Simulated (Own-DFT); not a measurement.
# Computed records: InAs (zincblende, strongly disordered by large displacements)

A calculation, not a measurement: plane-wave PBE density functional theory by an unreviewed code, no spin, of a simulated periodic cell, stress positive in tension, free energy of the whole cell less one offset for each atom, forces on such cells passed a denser k mesh, this cell's mesh not checked; broken bonds can close the gap or carry spin, so checks made on this kind of crystal may not hold here; offsets are fitted by least squares, one for each functional and potential file, so energies compare only between cells with the same atoms and settings and are not formation energies; the far tail of each file's local potential was reset to the Coulomb form; each entry is a single point on an unrelaxed cell, so the pressure reflects the starting lattice, mostly measured values (interpolated for alloys), from which strain is counted, and rises with the displacements; printed positions are rounded, which can move forces by about a meV/angstrom; the program, named Own-DFT, is a retired in-house code; no spin-orbit coupling. Program: Own-DFT development build.

Common to all runs: functional PBE; potential files PseudoDojo norm-conserving, scalar-relativistic, standard set; wave cutoff 42 hartree; occupations Fermi-Dirac; smearing width 0.1 eV; hardware one NVIDIA H200; k mesh 3 x 3 x 3 centred on Gamma.

(1) 
```cif
# cell vector a (Å): 12.1166 0.0000 0.0000
# cell vector b (Å): 0.0000 12.1166 0.0000
# cell vector c (Å): 0.0000 0.0000 12.1166
data_InAs
_symmetry_space_group_name_H-M 'P 1'
_symmetry_Int_Tables_number 1
_cell_length_a 12.1166
_cell_length_b 12.1166
_cell_length_c 12.1166
_cell_angle_alpha 90.000
_cell_angle_beta 90.000
_cell_angle_gamma 90.000
_cell_volume 1778.86
loop_
_atom_site_label
_atom_site_type_symbol
_atom_site_fract_x
_atom_site_fract_y
_atom_site_fract_z
_atom_site_occupancy
In1 In 0.03263 0.99916 0.05081 1
In2 In 0.96309 0.24821 0.23975 1
In3 In 0.27160 0.00032 0.23979 1
In4 In 0.25862 0.25417 0.01336 1
As1 As 0.15670 0.11778 0.08538 1
As2 As 0.09740 0.36179 0.38208 1
As3 As 0.36132 0.10559 0.35695 1
As4 As 0.42580 0.41066 0.11610 1
In5 In 0.00337 0.98689 0.51630 1
In6 In 0.00073 0.26034 0.73129 1
In7 In 0.25378 0.02527 0.73899 1
In8 In 0.27845 0.19791 0.53976 1
As5 As 0.14696 0.09063 0.61659 1
As6 As 0.16518 0.37700 0.89625 1
As7 As 0.35232 0.11176 0.85144 1
As8 As 0.36335 0.34949 0.56165 1
In9 In 0.01148 0.48519 0.00929 1
In10 In 0.95347 0.75518 0.28540 1
In11 In 0.22264 0.48727 0.23441 1
In12 In 0.22600 0.78518 0.96482 1
As9 As 0.15962 0.59793 0.11422 1
As10 As 0.13077 0.91543 0.39316 1
As11 As 0.31048 0.59741 0.33745 1
As12 As 0.34722 0.89869 0.12239 1
In13 In 0.95763 0.50296 0.48174 1
In14 In 0.03640 0.77094 0.75908 1
In15 In 0.27146 0.53001 0.79087 1
In16 In 0.23181 0.75301 0.46574 1
As13 As 0.15873 0.59129 0.66783 1
As14 As 0.10912 0.92691 0.81586 1
As15 As 0.35764 0.67017 0.90024 1
As16 As 0.37849 0.84421 0.64808 1
In17 In 0.46440 0.99322 0.03298 1
In18 In 0.45381 0.24135 0.29631 1
In19 In 0.73518 0.96171 0.22703 1
In20 In 0.73230 0.18343 0.01512 1
As17 As 0.64232 0.12517 0.15357 1
As18 As 0.66728 0.36657 0.38111 1
As19 As 0.88006 0.13030 0.35871 1
As20 As 0.82896 0.33275 0.16543 1
In21 In 0.50617 0.03361 0.50277 1
In22 In 0.44999 0.29060 0.77160 1
In23 In 0.72354 0.04467 0.73892 1
In24 In 0.73446 0.25777 0.50074 1
As21 As 0.55767 0.16193 0.63038 1
As22 As 0.58701 0.37852 0.88949 1
As23 As 0.87618 0.13547 0.88018 1
As24 As 0.88378 0.36367 0.65485 1
In25 In 0.47726 0.51923 0.95883 1
In26 In 0.49992 0.71517 0.26023 1
In27 In 0.74650 0.50498 0.23666 1
In28 In 0.75969 0.74965 0.99955 1
As25 As 0.59056 0.64983 0.10297 1
As26 As 0.63561 0.91391 0.36290 1
As27 As 0.84406 0.64882 0.36998 1
As28 As 0.90256 0.94832 0.17724 1
In29 In 0.48377 0.53908 0.47275 1
In30 In 0.50267 0.76928 0.74468 1
In31 In 0.75917 0.57434 0.75737 1
In32 In 0.77866 0.76134 0.48713 1
As29 As 0.62353 0.59895 0.63936 1
As30 As 0.62444 0.92460 0.86916 1
As31 As 0.88803 0.65323 0.86897 1
As32 As 0.80147 0.89547 0.63042 1
_calc_free_energy_of_cell_above_offsets '38.404'  # eV
_calc_pressure 15.87  # GPa
_calc_stress_xx -16.02  # GPa
_calc_stress_yy -15.64  # GPa
_calc_stress_zz -15.93  # GPa
_calc_stress_yz 1.16  # GPa
_calc_stress_xz -0.84  # GPa
_calc_stress_xy -1.65  # GPa
_calc_wall_time 1448  # s
```

Force:
```tsv
element	x (eV/Å)	y (eV/Å)	z (eV/Å)
In	-3.435	-3.909	-5.251
In	8.929	-0.796	1.112
In	-7.364	2.077	2.417
In	4.56	2.068	-0.286
As	2.181	2.349	4.605
As	0.447	0.035	-0.419
As	-1.541	-2.542	6.516
As	-1.988	-3.174	3.131
In	-4.694	0.946	1.052
In	6.542	-5.059	4.453
In	2.962	-6.694	-1.044
In	-1.706	-3.102	-3.187
As	-7.78	2.682	-3.21
As	-2.276	0.864	-2.547
As	6.085	5.046	6.996
As	4.021	7.233	1.783
In	-1.096	-0.107	-0.048
In	7.137	5.947	-5.118
In	-1.34	-11.21	0.602
In	-3.356	2.796	2.158
As	-3.881	6.547	-5.701
As	1.188	-1.932	-3.129
As	5.621	6.123	5.679
As	-0.87	-11.06	-2.221
In	1.149	-1.37	1.063
In	-2.183	-5.436	-2.623
In	2.929	-3.65	2.88
In	0.891	-0.973	1.937
As	-5.733	3.27	-6.426
As	-0.909	2.271	5.107
As	4.179	-0.202	-1.204
As	-6.331	4.536	-6.453
In	6.734	4.842	-5.124
In	5.722	7.666	-3.786
In	-2.518	2.241	-3.311
In	3.182	3.615	-5.928
As	-6.574	-1.358	5.189
As	-5.051	5.379	-5.332
As	-2.004	-3.763	4.074
As	-5.185	3.695	-5.238
In	-0.845	-4.113	-2.077
In	-1.274	-0.305	-1.162
In	-0.084	2.563	0.152
In	3.492	-5.158	5.972
As	2.916	2.542	2.051
As	3.446	-1.545	-0.474
As	1.01	-0.661	-1.102
As	-6.609	5.939	-4.508
In	0.01	2.431	0.18
In	-1.67	1.997	2.597
In	-1.393	1.143	-0.686
In	-1.122	1.797	0.423
As	2.616	-1.561	-1.953
As	-5.039	-4.065	6.675
As	-2.044	-9.901	-0.978
As	5.256	-3.058	0.284
In	0.411	-1.084	-0.203
In	6.619	-3.398	4.852
In	1.277	-3.191	0.958
In	-4.917	4.596	4.683
As	-4.076	1.673	-3.511
As	-1.235	-2.362	2.167
As	3.574	0.311	2.37
As	3.039	-0.476	0.119
```

(2) 
```cif
# cell vector a (Å): 12.1166 0.0000 0.0000
# cell vector b (Å): 0.0000 12.1166 0.0000
# cell vector c (Å): 0.0000 0.0000 12.1166
data_InAs
_symmetry_space_group_name_H-M 'P 1'
_symmetry_Int_Tables_number 1
_cell_length_a 12.1166
_cell_length_b 12.1166
_cell_length_c 12.1166
_cell_angle_alpha 90.000
_cell_angle_beta 90.000
_cell_angle_gamma 90.000
_cell_volume 1778.86
loop_
_atom_site_label
_atom_site_type_symbol
_atom_site_fract_x
_atom_site_fract_y
_atom_site_fract_z
_atom_site_occupancy
In1 In 0.99690 0.98544 0.99524 1
In2 In 0.01105 0.28378 0.23989 1
In3 In 0.25612 0.98605 0.23493 1
In4 In 0.24649 0.25361 0.01137 1
As1 As 0.10576 0.09485 0.15195 1
As2 As 0.15075 0.38528 0.38676 1
As3 As 0.37904 0.13447 0.39058 1
As4 As 0.37392 0.35964 0.13576 1
In5 In 0.01396 0.98143 0.48286 1
In6 In 0.01194 0.24892 0.74561 1
In7 In 0.25309 0.99355 0.75003 1
In8 In 0.24849 0.23685 0.52891 1
As5 As 0.10250 0.15747 0.62336 1
As6 As 0.14405 0.37752 0.88106 1
As7 As 0.39248 0.10641 0.85963 1
As8 As 0.38026 0.38482 0.60811 1
In9 In 0.00202 0.48307 0.99794 1
In10 In 0.99558 0.74718 0.22671 1
In11 In 0.25037 0.49831 0.27466 1
In12 In 0.24644 0.72803 0.01245 1
As9 As 0.15124 0.64614 0.14932 1
As10 As 0.16084 0.89867 0.38871 1
As11 As 0.37547 0.61628 0.36958 1
As12 As 0.36567 0.88320 0.10625 1
In13 In 0.99415 0.49241 0.50776 1
In14 In 0.98807 0.72099 0.75847 1
In15 In 0.23053 0.49015 0.75935 1
In16 In 0.21813 0.74054 0.48864 1
As13 As 0.10235 0.62041 0.64960 1
As14 As 0.14003 0.88720 0.86111 1
As15 As 0.37338 0.65223 0.88678 1
As16 As 0.39316 0.85211 0.63052 1
In17 In 0.51182 0.98929 0.02357 1
In18 In 0.47826 0.24268 0.24348 1
In19 In 0.73468 0.98716 0.23997 1
In20 In 0.75119 0.24237 0.01330 1
As17 As 0.63571 0.12495 0.12526 1
As18 As 0.64923 0.35784 0.37791 1
As19 As 0.83233 0.13049 0.35113 1
As20 As 0.86676 0.35157 0.14014 1
In21 In 0.50568 0.00003 0.48585 1
In22 In 0.51268 0.24369 0.72181 1
In23 In 0.74235 0.00869 0.73706 1
In24 In 0.74916 0.22941 0.50805 1
As21 As 0.63343 0.12634 0.64603 1
As22 As 0.62369 0.39824 0.85772 1
As23 As 0.84046 0.12076 0.87714 1
As24 As 0.86703 0.36271 0.61327 1
In25 In 0.53385 0.53149 0.98415 1
In26 In 0.50307 0.73649 0.25394 1
In27 In 0.75678 0.49828 0.28413 1
In28 In 0.75271 0.76888 0.01532 1
As25 As 0.62877 0.63581 0.13708 1
As26 As 0.60149 0.89674 0.36471 1
As27 As 0.89738 0.63277 0.38811 1
As28 As 0.88014 0.86471 0.10579 1
In29 In 0.49800 0.51030 0.49576 1
In30 In 0.51047 0.71824 0.75638 1
In31 In 0.75125 0.52599 0.77906 1
In32 In 0.70758 0.74726 0.51647 1
As29 As 0.63425 0.64176 0.65406 1
As30 As 0.65304 0.87235 0.86944 1
As31 As 0.85912 0.64656 0.87154 1
As32 As 0.87915 0.87573 0.63264 1
_calc_free_energy_of_cell_above_offsets '-0.837'  # eV
_calc_pressure 9.22  # GPa
_calc_stress_xx -9.72  # GPa
_calc_stress_yy -8.38  # GPa
_calc_stress_zz -9.56  # GPa
_calc_stress_yz 0.89  # GPa
_calc_stress_xz 3.33  # GPa
_calc_stress_xy -0.01  # GPa
_calc_wall_time 1151  # s
```

Force:
```tsv
element	x (eV/Å)	y (eV/Å)	z (eV/Å)
In	0.823	1.767	-1.629
In	3.071	-2.581	2.721
In	1.132	1.722	1.016
In	0.519	-2.538	0.086
As	-0.72	2.233	-1.142
As	-3.203	-2.72	2.158
As	-1.082	-0.714	-0.435
As	-1.098	3.666	-1.882
In	-3.354	2.054	1.567
In	-4.73	3.647	5.337
In	1.913	1.59	-2.702
In	2.081	1.374	-1.96
As	1.991	-6.54	-3.51
As	-2.718	-2.517	1.805
As	0.125	1.46	1.088
As	-0.731	-0.41	1.908
In	-0.976	0.996	0.69
In	-0.231	0.26	1.985
In	1.263	0.27	-3.881
In	0.412	3.778	-2.36
As	-1.98	-3.42	1.826
As	-0.229	-0.785	-1.517
As	0.259	2.236	1.248
As	0.631	-2.427	0.555
In	0.762	-0.618	0.003
In	0.674	5.295	-0.073
In	3.575	2.717	-2.672
In	1.909	-1.773	2.171
As	2.974	-1.908	-3.455
As	-2.908	-3.249	2.448
As	0.493	-3.025	-1.051
As	-0.97	0.724	-0.991
In	1.079	0.735	-2.631
In	2.992	-1.365	1.77
In	1.63	-0.69	-0.451
In	-0.489	1.431	-1.873
As	-2.449	0.102	0.86
As	-3.023	0.159	0.199
As	2.987	-0.21	0.073
As	-1.698	3.494	-1.67
In	-2.436	1.901	4.417
In	-3.868	3.295	2.765
In	2.88	-3.526	1.545
In	0.102	-0.137	0.3
As	-0.708	-0.674	-4.994
As	-0.584	-2.991	0.998
As	3.248	0.259	0.046
As	0.286	1.109	1.921
In	-1.939	-0.331	0.576
In	-1.706	2.03	0.15
In	0.991	1.272	-1.194
In	-3.33	-3.034	-1.979
As	2.112	-1.153	-0.201
As	2.218	-4.37	-1.792
As	-1.505	0.991	-0.508
As	1.755	2.658	3.782
In	2.271	-0.481	0.053
In	-3.916	4.933	3.315
In	0.044	-3.085	-3.166
In	2.988	3.207	-3.296
As	2.047	-5.529	-3.02
As	-2.354	-0.105	0.269
As	0.814	-0.138	5.315
As	-0.117	-0.322	-0.927
```

(3) 
```cif
# cell vector a (Å): 12.1166 0.0000 0.0000
# cell vector b (Å): 0.0000 12.1166 0.0000
# cell vector c (Å): 0.0000 0.0000 12.1166
data_InAs
_symmetry_space_group_name_H-M 'P 1'
_symmetry_Int_Tables_number 1
_cell_length_a 12.1166
_cell_length_b 12.1166
_cell_length_c 12.1166
_cell_angle_alpha 90.000
_cell_angle_beta 90.000
_cell_angle_gamma 90.000
_cell_volume 1778.86
loop_
_atom_site_label
_atom_site_type_symbol
_atom_site_fract_x
_atom_site_fract_y
_atom_site_fract_z
_atom_site_occupancy
In1 In 0.99165 0.99109 0.01099 1
In2 In 0.98191 0.27532 0.25570 1
In3 In 0.24915 0.02185 0.28743 1
In4 In 0.25397 0.24184 0.02167 1
As1 As 0.13510 0.12991 0.14905 1
As2 As 0.10344 0.33604 0.37957 1
As3 As 0.38858 0.13700 0.37752 1
As4 As 0.37936 0.36892 0.13931 1
In5 In 0.99625 0.98789 0.49979 1
In6 In 0.02589 0.24219 0.76314 1
In7 In 0.24618 0.99785 0.76599 1
In8 In 0.23683 0.29243 0.51046 1
As5 As 0.13514 0.15500 0.66256 1
As6 As 0.13697 0.36211 0.89268 1
As7 As 0.39108 0.11549 0.90407 1
As8 As 0.35616 0.40430 0.62969 1
In9 In 0.02733 0.50357 0.00031 1
In10 In 0.00922 0.75065 0.22255 1
In11 In 0.26105 0.48765 0.28662 1
In12 In 0.26586 0.74508 0.99500 1
As9 As 0.14198 0.61936 0.12074 1
As10 As 0.13257 0.88779 0.37810 1
As11 As 0.32992 0.61514 0.37816 1
As12 As 0.37109 0.84825 0.13356 1
In13 In 0.00210 0.49743 0.50633 1
In14 In 0.00888 0.74123 0.73655 1
In15 In 0.25051 0.50848 0.72809 1
In16 In 0.24299 0.74637 0.52197 1
As13 As 0.13016 0.63745 0.59820 1
As14 As 0.12132 0.87958 0.86326 1
As15 As 0.36550 0.64424 0.83578 1
As16 As 0.36372 0.89235 0.62827 1
In17 In 0.49362 0.00535 0.03404 1
In18 In 0.50504 0.27255 0.25562 1
In19 In 0.75534 0.99880 0.27816 1
In20 In 0.72801 0.27467 0.99592 1
As17 As 0.64147 0.12335 0.07488 1
As18 As 0.62544 0.36637 0.36399 1
As19 As 0.87013 0.13071 0.41581 1
As20 As 0.85861 0.35924 0.14104 1
In21 In 0.48557 0.00054 0.46710 1
In22 In 0.52697 0.23771 0.74920 1
In23 In 0.75751 0.99765 0.75697 1
In24 In 0.76332 0.27317 0.48699 1
As21 As 0.62591 0.12338 0.63597 1
As22 As 0.62589 0.37520 0.89656 1
As23 As 0.89764 0.13324 0.86859 1
As24 As 0.89987 0.36353 0.63741 1
In25 In 0.51822 0.48329 0.02600 1
In26 In 0.52903 0.75209 0.27475 1
In27 In 0.75811 0.45827 0.29131 1
In28 In 0.72228 0.75167 0.98838 1
As25 As 0.61992 0.62347 0.11928 1
As26 As 0.61329 0.88056 0.38388 1
As27 As 0.86579 0.61755 0.38385 1
As28 As 0.85762 0.87793 0.10076 1
In29 In 0.49941 0.47062 0.48798 1
In30 In 0.49993 0.76396 0.73394 1
In31 In 0.72727 0.48746 0.72936 1
In32 In 0.72862 0.76656 0.48112 1
As29 As 0.64688 0.64738 0.60902 1
As30 As 0.62553 0.86418 0.86967 1
As31 As 0.85869 0.60410 0.85419 1
As32 As 0.85882 0.86753 0.63772 1
_calc_free_energy_of_cell_above_offsets '2.606'  # eV
_calc_pressure 9.87  # GPa
_calc_stress_xx -10.44  # GPa
_calc_stress_yy -10.27  # GPa
_calc_stress_zz -8.9  # GPa
_calc_stress_yz -0.37  # GPa
_calc_stress_xz -0.42  # GPa
_calc_stress_xy -0.32  # GPa
_calc_wall_time 1190  # s
```

Force:
```tsv
element	x (eV/Å)	y (eV/Å)	z (eV/Å)
In	2.089	1.987	-1.253
In	-0.518	-4.84	-1.326
In	0.537	-0.434	-1.99
In	0.699	-0.445	-0.754
As	-2.061	-0.379	-0.289
As	1.822	3.88	1.272
As	-1.215	3.581	-0.482
As	-1.586	1.535	-0.726
In	0.073	0.125	1.986
In	-5.102	4.709	4.376
In	1.278	2.218	-0.084
In	1.38	-2.849	1.7
As	6.168	-5.571	-7.232
As	0.734	1.278	-0.708
As	-1.529	1.323	-2.448
As	5.806	-4.873	-2.694
In	-2.427	-0.184	-0.888
In	-0.872	0.355	0.653
In	-4.531	-7.014	-5.749
In	-1.015	-0.123	-1.505
As	0.865	0.026	1.135
As	-0.945	-2.288	0.294
As	6.134	7.047	4.76
As	1.217	1.918	2.058
In	-0.328	-0.137	-0.582
In	-1.191	-0.179	0.987
In	-4.557	3.612	4.546
In	5.22	5.976	-3.836
As	-5.536	-5.435	4.166
As	-1.167	-1.699	2.012
As	0.507	-0.994	1.666
As	0.888	-0.15	-1.486
In	-1.063	-3.411	0.067
In	-0.939	-4.36	-2.238
In	0.698	1.074	-1.927
In	7.087	-3.698	2.831
As	0.658	-1.265	4.356
As	-3.023	-1.825	4.588
As	1.394	-1.875	-2.793
As	-0.898	2.237	-3.028
In	-0.198	-0.276	4.431
In	-3.016	1.878	2.792
In	-0.271	1.122	1.117
In	-1.204	0.545	3.317
As	1.802	-1.728	-3.482
As	-4.235	4.295	-7.042
As	-2.477	-0.867	1.866
As	-1.634	0.78	-0.237
In	-2.499	0.651	-0.564
In	-3.388	-3.375	-3.553
In	4.87	5.578	-3.631
In	2.496	-2.506	0.861
As	1.366	0.719	2.417
As	1.021	2.742	-0.859
As	0.662	0.875	-0.733
As	-0.982	-1.287	2.719
In	-0.67	2.742	0.952
In	0.56	-0.22	-0.624
In	0.953	-0.183	0.168
In	4.532	-0.952	0.917
As	-2.907	-2.781	1.688
As	-2.002	3.116	-1.281
As	1.307	0.822	1.268
As	1.169	-0.55	-1.94
```

(4) 
```cif
# cell vector a (Å): 12.1166 0.0000 0.0000
# cell vector b (Å): 0.0000 12.1166 0.0000
# cell vector c (Å): 0.0000 0.0000 12.1166
data_InAs
_symmetry_space_group_name_H-M 'P 1'
_symmetry_Int_Tables_number 1
_cell_length_a 12.1166
_cell_length_b 12.1166
_cell_length_c 12.1166
_cell_angle_alpha 90.000
_cell_angle_beta 90.000
_cell_angle_gamma 90.000
_cell_volume 1778.86
loop_
_atom_site_label
_atom_site_type_symbol
_atom_site_fract_x
_atom_site_fract_y
_atom_site_fract_z
_atom_site_occupancy
In1 In 0.03998 0.99993 0.98895 1
In2 In 0.99356 0.26265 0.27088 1
In3 In 0.30034 0.03814 0.23724 1
In4 In 0.24734 0.21008 0.00840 1
As1 As 0.04628 0.10401 0.13522 1
As2 As 0.12507 0.36575 0.38977 1
As3 As 0.37989 0.14450 0.34994 1
As4 As 0.40250 0.39481 0.15098 1
In5 In 0.00673 0.98356 0.51838 1
In6 In 0.00919 0.26624 0.71016 1
In7 In 0.19970 0.99780 0.71338 1
In8 In 0.23748 0.25923 0.52818 1
As5 As 0.09517 0.12353 0.63204 1
As6 As 0.10212 0.36112 0.87090 1
As7 As 0.37706 0.08459 0.90834 1
As8 As 0.38194 0.35621 0.63318 1
In9 In 0.00169 0.51286 0.03744 1
In10 In 0.04087 0.71780 0.23131 1
In11 In 0.23461 0.50891 0.28340 1
In12 In 0.20360 0.80825 0.06120 1
As9 As 0.12069 0.61039 0.11885 1
As10 As 0.13526 0.87117 0.38150 1
As11 As 0.34066 0.64608 0.31059 1
As12 As 0.34724 0.84318 0.15578 1
In13 In 0.99637 0.48759 0.52451 1
In14 In 0.94620 0.74625 0.79635 1
In15 In 0.22851 0.47708 0.73644 1
In16 In 0.24686 0.74449 0.48742 1
As13 As 0.13093 0.63257 0.62612 1
As14 As 0.16734 0.86648 0.82524 1
As15 As 0.35692 0.60694 0.87576 1
As16 As 0.41487 0.88479 0.66283 1
In17 In 0.49557 0.95954 0.00093 1
In18 In 0.53926 0.23682 0.21683 1
In19 In 0.77948 0.05474 0.24236 1
In20 In 0.71169 0.23221 0.98678 1
As17 As 0.65074 0.09408 0.08936 1
As18 As 0.59667 0.38146 0.30420 1
As19 As 0.88470 0.09978 0.37541 1
As20 As 0.89987 0.39781 0.12777 1
In21 In 0.50637 0.00879 0.51922 1
In22 In 0.50959 0.28123 0.72743 1
In23 In 0.80039 0.03246 0.80155 1
In24 In 0.78397 0.23564 0.47805 1
As21 As 0.56437 0.12819 0.62962 1
As22 As 0.61162 0.38007 0.87163 1
As23 As 0.92264 0.14133 0.92073 1
As24 As 0.87983 0.36222 0.64412 1
In25 In 0.47871 0.51042 0.98828 1
In26 In 0.54045 0.79063 0.23662 1
In27 In 0.76175 0.49559 0.26230 1
In28 In 0.76517 0.70830 0.94397 1
As25 As 0.60740 0.62305 0.15532 1
As26 As 0.63061 0.88154 0.40766 1
As27 As 0.87574 0.61153 0.35727 1
As28 As 0.94164 0.90231 0.09666 1
In29 In 0.47479 0.51259 0.53345 1
In30 In 0.48564 0.74864 0.74372 1
In31 In 0.74995 0.51595 0.74374 1
In32 In 0.73039 0.78010 0.51039 1
As29 As 0.62989 0.57685 0.63278 1
As30 As 0.66517 0.91627 0.88238 1
As31 As 0.90894 0.61542 0.90639 1
As32 As 0.92340 0.84851 0.65054 1
_calc_free_energy_of_cell_above_offsets '34.660'  # eV
_calc_pressure 15.59  # GPa
_calc_stress_xx -14.2  # GPa
_calc_stress_yy -17.91  # GPa
_calc_stress_zz -14.68  # GPa
_calc_stress_yz 1.17  # GPa
_calc_stress_xz -4.68  # GPa
_calc_stress_xy 0.14  # GPa
_calc_wall_time 1193  # s
```

Force:
```tsv
element	x (eV/Å)	y (eV/Å)	z (eV/Å)
In	6.256	-1.743	-11
In	-0.384	0.075	-0.757
In	-4.684	-5.167	-4.94
In	-0.682	1.334	0.69
As	2.006	3.574	5.697
As	-0.208	0.482	0.482
As	3.863	4.802	6.067
As	-1.061	-0.588	-0.049
In	-0.117	-1.31	-2.196
In	3.199	-1.378	6.219
In	5.43	1.786	-1.452
In	0.288	-1.408	-1.204
As	0.874	1.231	-3.985
As	1.166	0.269	1.262
As	-1.065	1.521	-2.478
As	-6.072	3.366	-3.185
In	0.106	-3.249	-5.211
In	-5.329	6.07	6.693
In	-3.612	-6.291	-1.734
In	-6.062	-1.474	-5.747
As	10.37	-0.552	-1.674
As	-0.873	1.553	-1.625
As	5.61	6.317	2.48
As	6.829	2.194	3.975
In	0.345	1.639	-1.353
In	4.819	3.241	-1.248
In	0.551	0.535	0.808
In	1.618	-0.976	1
As	-0.923	-0.381	0.574
As	-2.434	-6.42	6.268
As	-1.692	2.421	-1.98
As	-4.98	6.276	-4.324
In	0.232	-1.674	1.361
In	-2.379	-5.744	-2.998
In	-3.865	-3.325	-5.53
In	3.066	4.433	-2.982
As	-2.687	-3.864	3.19
As	1.454	5.027	4.865
As	5.502	0.824	5.168
As	-4.898	-5.61	2.918
In	-3.353	-5.101	-6.123
In	4.061	-2.114	5.304
In	0.82	0.299	-2.502
In	-2.707	2.214	1.582
As	5.802	3.757	4.077
As	1.343	0.735	0.721
As	-1.406	3.593	-1.406
As	-7.206	4.116	-3.381
In	1.778	-0.926	2.01
In	-0.231	0.931	0.781
In	-1.66	-1.469	-2.043
In	-8.924	5.367	3.726
As	1.22	-1.544	-2.419
As	-3.701	4.929	-5.477
As	2.447	3.203	3.314
As	-5.345	-5.588	6.418
In	-1.735	0.199	-3.099
In	3.435	-7.501	4.492
In	5.434	-3.624	5.603
In	5.512	-5.773	4.824
As	-3.531	5.503	-4.389
As	-1.292	-3.692	0.414
As	2.632	-8.303	-0.048
As	-2.974	2.976	-4.445
```
